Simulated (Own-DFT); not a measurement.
# One host, several defects: C11b WSi2

The numbers are computed, not measured, by runs of the plane-wave DFT program Own-DFT (in-house, retired, unreviewed) at fixed positions, with no spin and no spin-orbit coupling.

Method: PBE; PseudoDojo norm-conserving scalar-relativistic files; cutoff 50 hartree; 5 x 5 x 5 k mesh centred on Gamma; cold (Marzari-Vanderbilt) smearing of 0.2 eV.

Caveats: forces on such cells failed a check on a denser k mesh; stress not checked against mesh or cutoff.

All runs share one cell, with vectors in Å (-2.148, -5.953, 3.409); (-6.444, 2.976, 1.136); (-2.553, -2.948, -6.757) and a volume of 403.2 Å³. The atoms are randomly displaced, by u rms on each axis. The defect's site can differ from row to row.

```
              cell  formula   u (Å)  P (GPa)
         no defect  Si20W10  0.0192     4.50
         no defect  Si20W10  0.0455     5.75
         no defect  Si20W10  0.0479     6.05
    one Si vacancy  Si19W10  0.0347     3.52
    one Si vacancy  Si19W10  0.0502     5.50
    one Si vacancy  Si19W10  0.0526     5.47
one Si on a W site   Si21W9  0.0265     5.82
one Si on a W site   Si21W9  0.0301     6.31
one Si on a W site   Si21W9  0.0514     7.63
one W on a Si site  Si19W11  0.0274     9.63
one W on a Si site  Si19W11  0.0298    10.02
one W on a Si site  Si19W11  0.0528        ?
one W on a Si site  Si19W11  0.0528    11.16
     one W vacancy   Si20W9  0.0246     3.67
     one W vacancy   Si20W9  0.0504     4.18
     one W vacancy   Si20W9  0.0523     5.33
```

## Working it out

P = P0 + c u² + a shift for each defect gives P0 = 4.18 GPa, c = 793 ± 113 GPa/Å² and a scatter of 0.38 GPa. The shifts, and each times the cell's volume:

- one W on a Si site: 4.92 ± 0.31 GPa, 12.4 eV
- one Si on a W site: 1.28 ± 0.31 GPa, 3.2 eV
- one Si vacancy: -1.07 ± 0.32 GPa, -2.7 eV
- one W vacancy: -1.35 ± 0.31 GPa, -3.4 eV

Against the defect-free cell, a freed cell would be larger where the shift is positive and smaller where it is negative (160.2 GPa Å³ is 1 eV). The atoms around the defects weren't relaxed, which would change these numbers.

## Withheld run

Q: what pressure belongs in the blank (one W on a Si site, u = 0.0528 Å)?

From the fit: 11.31 ± 0.46 GPa. DFT gave 11.41 GPa.
